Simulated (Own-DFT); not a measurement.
# How strain changes the stress of wurtzite AlN, 128 atoms (Al64N64)

These are calculations, not measurements. They come from Own-DFT, an in-house plane-wave density functional program, since retired, whose code no person has reviewed. Each row is one single-point run on a periodic cell that was not relaxed, without spin or spin-orbit coupling.

Settings of every run: PBE; PseudoDojo norm-conserving scalar-relativistic files; cutoff 42 hartree; 3 x 3 x 3 k mesh centred on Gamma; Gaussian smearing of 0.01 eV.

Known limits: k mesh not checked against a denser one; stress not checked against mesh or cutoff.

Unstrained cell vectors in Å: (12.448, 0.000, 0.000); (-6.224, 10.780, 0.000); (0.000, 0.000, 9.964). The unstrained cell has measured lattice constants (interpolated for alloys), not those of this functional. That, the random moves and any unrelaxed bonds set the pressure at no strain. Each run strains this cell uniformly, with the atoms carried along. Every atom was also moved at random, by a Gaussian of width 0.05 Å on each axis. Strain is the symmetric tensor, in per cent. Stress is positive in tension, and the pressure is minus a third of its trace.

| run | e_xx (%) | e_yy (%) | e_zz (%) | s_xx (GPa) | s_yy (GPa) | s_zz (GPa) | P (GPa) | E (meV/atom) |
|---|---|---|---|---|---|---|---|---|
| 1 | 0.00 | 0.00 | 2.50 | -3.91 | -3.98 | 4.35 | 1.18 | 14.4 |
| 2 | 0.00 | 0.00 | -1.25 | -8.72 | -4.55 | -10.49 | 7.92 | 5.8 |
| 3 | 0.00 | 0.00 | 0.50 | -5.16 | -7.01 | -1.95 | 4.71 | 6.9 |
| 4 | 0.00 | 0.00 | 2.25 | -3.44 | -4.50 | 4.10 | 1.28 | 5.4 |
| 5 | 0.00 | 0.00 | -0.50 | -6.54 | -7.06 | -6.81 | 6.80 | 17.7 |
| 6 | 0.00 | 0.00 | -1.50 | -6.29 | -6.73 | -12.23 | 8.42 | 9.5 |
| 7 | 0.00 | 0.00 | 3.00 | -3.27 | -4.86 | 8.19 | -0.02 | 0.0 |
| 8 | 0.00 | 0.00 | -1.75 | -5.36 | -9.09 | -13.66 | 9.37 | 18.7 |
| 9 | 0.00 | 0.00 | 0.75 | ? | ? | ? | ? | ? |

E is the free energy for each atom above the lowest run shown.

## Worked fit

The change of volume is close to e_xx + e_yy + e_zz. A straight line through the runs shown gives P = 5.73 - 191 x (fractional change of volume) GPa, with an error of 4 on the slope and a scatter of 0.20 GPa. The strain isn't the same on all axes and the cell isn't cubic, so the slope belongs to this path and is not the bulk modulus.

## Withheld run

Question: what pressure should run 9 give? Its volume changes by 0.75 %.

The line gives 4.3 GPa. The calculation gave 4.27 GPa.
